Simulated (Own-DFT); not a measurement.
# Point defects and the pressure they add: C40 NbSi2

Calculated, not measured: single-point runs of Own-DFT, a retired in-house plane-wave DFT program that no person has reviewed, on unrelaxed cells, without spin or spin-orbit coupling.

Settings: PBE; PseudoDojo norm-conserving scalar-relativistic files; cutoff 42 hartree; 4 x 4 x 5 k mesh centred on Gamma; cold (Marzari-Vanderbilt) smearing of 0.2 eV.

Caveats: forces on such cells failed a check on a denser k mesh; stress not checked against mesh or cutoff.

All runs share one cell, with vectors in Å (0.000, 8.324, 0.000); (-9.613, 0.000, 0.000); (0.000, 0.000, 6.586) and a volume of 527.0 Å³. Atoms were moved at random from their sites; u is the rms move along one axis. The defect's site can differ from row to row.

```
cell,formula,u (Å),P (GPa)
no defect,Nb12Si24,0.0195,1.51
no defect,Nb12Si24,0.0226,1.57
no defect,Nb12Si24,0.0440,2.31
one Si vacancy,Nb12Si23,0.0273,?
one Si vacancy,Nb12Si23,0.0332,1.04
one Si vacancy,Nb12Si23,0.0497,2.50
one Si vacancy,Nb12Si23,0.0558,2.37
two Si on a Nb site each,Nb10Si26,0.0274,1.63
two Si on a Nb site each,Nb10Si26,0.0504,2.70
two Si on a Nb site each,Nb10Si26,0.0558,2.58
two Nb vacancies,Nb10Si24,0.0286,-0.19
two Nb vacancies,Nb10Si24,0.0456,0.56
two Nb vacancies,Nb10Si24,0.0526,0.57
two Nb on a Si site each,Nb14Si22,0.0300,7.81
two Nb on a Si site each,Nb14Si22,0.0307,7.57
two Nb on a Si site each,Nb14Si22,0.0515,8.17
```

## Worked fit

P = P0 + c u² + a shift for each defect gives P0 = 1.35 GPa, c = 475 ± 78 GPa/Å² and a scatter of 0.25 GPa. The shifts, and each times the cell's volume:

- two Nb on a Si site each: 5.79 ± 0.21 GPa, 19.0 eV (9.5 eV for each of its 2 sites)
- two Si on a Nb site each: -0.06 ± 0.23 GPa, -0.2 eV (-0.1 eV for each of its 2 sites) (not resolved)
- one Si vacancy: -0.44 ± 0.23 GPa, -1.5 eV (not resolved)
- two Nb vacancies: -1.94 ± 0.22 GPa, -6.4 eV (-3.2 eV for each of its 2 sites)

A positive shift means that the defect pushes the cell outwards. Shift times volume (160.2 GPa Å³ is 1 eV) depends little on the cell's size, so, taken for each site, it can be compared between cells at like pressure. The atoms around the defects weren't relaxed, which would change these numbers.

## Withheld run

Question: what pressure belongs in the blank (one Si vacancy, u = 0.0273 Å)?

The fit gives 1.27 ± 0.31 GPa. The run itself gave 0.88 GPa.
